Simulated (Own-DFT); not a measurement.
# One host, several defects: D0_22 TiAl3

The numbers are computed, not measured, by runs of the plane-wave DFT program Own-DFT (in-house, retired, unreviewed) at fixed positions, with no spin and no spin-orbit coupling.

Settings: PBE; PseudoDojo norm-conserving scalar-relativistic files; cutoff 42 hartree; 4 x 4 x 4 k mesh centred on Gamma; cold (Marzari-Vanderbilt) smearing of 0.2 eV.

Caveats: forces on such cells failed a check on a denser k mesh; stress not checked against mesh or cutoff.

All runs share one cell, with vectors in Å (-2.365, -6.981, 4.326); (-7.667, 3.491, 1.442); (-2.950, -3.488, -7.241) and a volume of 625.4 Å³. u is the rms random offset of the atoms per axis. The defect's site can differ from row to row.

```
cell,formula,u (Å),P (GPa)
no defect,Al30Ti10,0.0207,1.99
no defect,Al30Ti10,0.0222,2.02
no defect,Al30Ti10,0.0503,2.62
two Al vacancies,Al28Ti10,0.0280,1.05
two Al vacancies,Al28Ti10,0.0478,1.45
two Al vacancies,Al28Ti10,0.0533,1.77
one Ti vacancy,Al30Ti9,0.0275,1.80
one Ti vacancy,Al30Ti9,0.0318,1.85
one Ti vacancy,Al30Ti9,0.0518,2.38
two Ti on an Al site each,Al28Ti12,0.0288,?
two Ti on an Al site each,Al28Ti12,0.0305,3.11
two Ti on an Al site each,Al28Ti12,0.0482,3.51
two Ti on an Al site each,Al28Ti12,0.0526,4.04
two Al on a Ti site each,Al32Ti8,0.0308,2.93
two Al on a Ti site each,Al32Ti8,0.0462,3.28
two Al on a Ti site each,Al32Ti8,0.0496,3.53
```

## Worked fit

P = P0 + c u² + a shift for each defect gives P0 = 1.81 GPa, c = 346 ± 34 GPa/Å² and a scatter of 0.11 GPa. The shifts, and each times the cell's volume:

- two Ti on an Al site each: 1.05 ± 0.09 GPa, 4.1 eV (2.1 eV for each of its 2 sites)
- two Al on a Ti site each: 0.80 ± 0.09 GPa, 3.1 eV (1.6 eV for each of its 2 sites)
- one Ti vacancy: -0.31 ± 0.09 GPa, -1.2 eV
- two Al vacancies: -1.07 ± 0.09 GPa, -4.2 eV (-2.1 eV for each of its 2 sites)

Positive is outwards. The product with the volume (160.2 GPa Å³ to the eV) is nearly free of the cell's size; divided by the bulk modulus at the cell's pressure it gives the volume that the defect adds. The atoms around the defects weren't relaxed, which would change these numbers.

## The run left out

Asked: what pressure belongs in the blank (two Ti on an Al site each, u = 0.0288 Å)?

Estimate: 3.15 ± 0.13 GPa. Computed: 3.37 GPa.
